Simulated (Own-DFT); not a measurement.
# PBE and PBEsol under strain: beta-Si3N4, 42 atoms (N24Si18)

Source: density functional calculations with Own-DFT, an unreviewed in-house program that is no longer used. Nothing was measured or relaxed, and spin and spin-orbit coupling are left out.

Limits: forces on such cells passed a denser k mesh, each cell not checked; stress not checked against mesh or cutoff.

Each geometry was run with PBE and with PBEsol, otherwise alike: PseudoDojo norm-conserving scalar-relativistic files made for PBE; cutoff 42 hartree; 3 x 3 x 3 k mesh centred on Gamma; Fermi-Dirac smearing of 0.1 eV. Unstrained cell vectors in Å: (7.606, 0.000, 0.000); (-3.803, 6.587, 0.000); (0.000, 0.000, 8.727). Each has a uniform strain, of which the change of volume is shown, and random moves of rms u per axis.

| run | volume change (%) | u (Å) | P with PBE (GPa) | P with PBEsol (GPa) |
|---|---|---|---|---|
| 1 | 0.06 | 0.0543 | 9.71 | 7.29 |
| 2 | -0.41 | 0.0481 | 8.97 | 6.55 |
| 3 | 0.97 | 0.0454 | 5.94 | 3.55 |
| 4 | -0.77 | 0.0469 | 10.90 | 8.48 |
| 5 | 0.94 | 0.0528 | 6.06 | 3.68 |
| 6 | 4.00 | 0.0519 | -1.80 | -4.14 |
| 7 | 0.03 | 0.0498 | 9.28 | 6.88 |
| 8 | -3.02 | 0.0522 | 16.24 | 13.76 |
| 9 | 0.23 | 0.0502 | 7.85 | 5.45 |
| 10 | 1.19 | 0.0453 | 5.46 | 3.08 |
| 11 | -2.75 | 0.0465 | 16.85 | 14.39 |
| 12 | -0.08 | 0.0481 | 8.33 | ? |

Q: by how much does PBEsol shrink this cell, and what belongs in the blank?

## Working it out

Write v for the change of volume as a fraction. Fitted to v and u², the PBE pressure has a slope of -268 ± 11 GPa in v, with the ions held to the strained lattice. The difference PBEsol less PBE is -2.41 + 2.0 v GPa (slope ± 0.1) and averages -2.41 GPa. Divided by the mean slope of the two, 267 GPa, that makes PBEsol's volume at a given pressure, near 7 GPa, about 0.9 % smaller, or 0.30 % in lengths. At one volume PBEsol's slope is the smaller by 2 GPa, but its pressure there is lower too. If stiffness rises by about 4 GPa for each GPa, PBEsol at equal pressure is stiffer by about 8 GPa. Files made for PBEsol would give a different shift.

For run 12 the line gives 5.92 GPa. DFT gave 5.91 GPa.
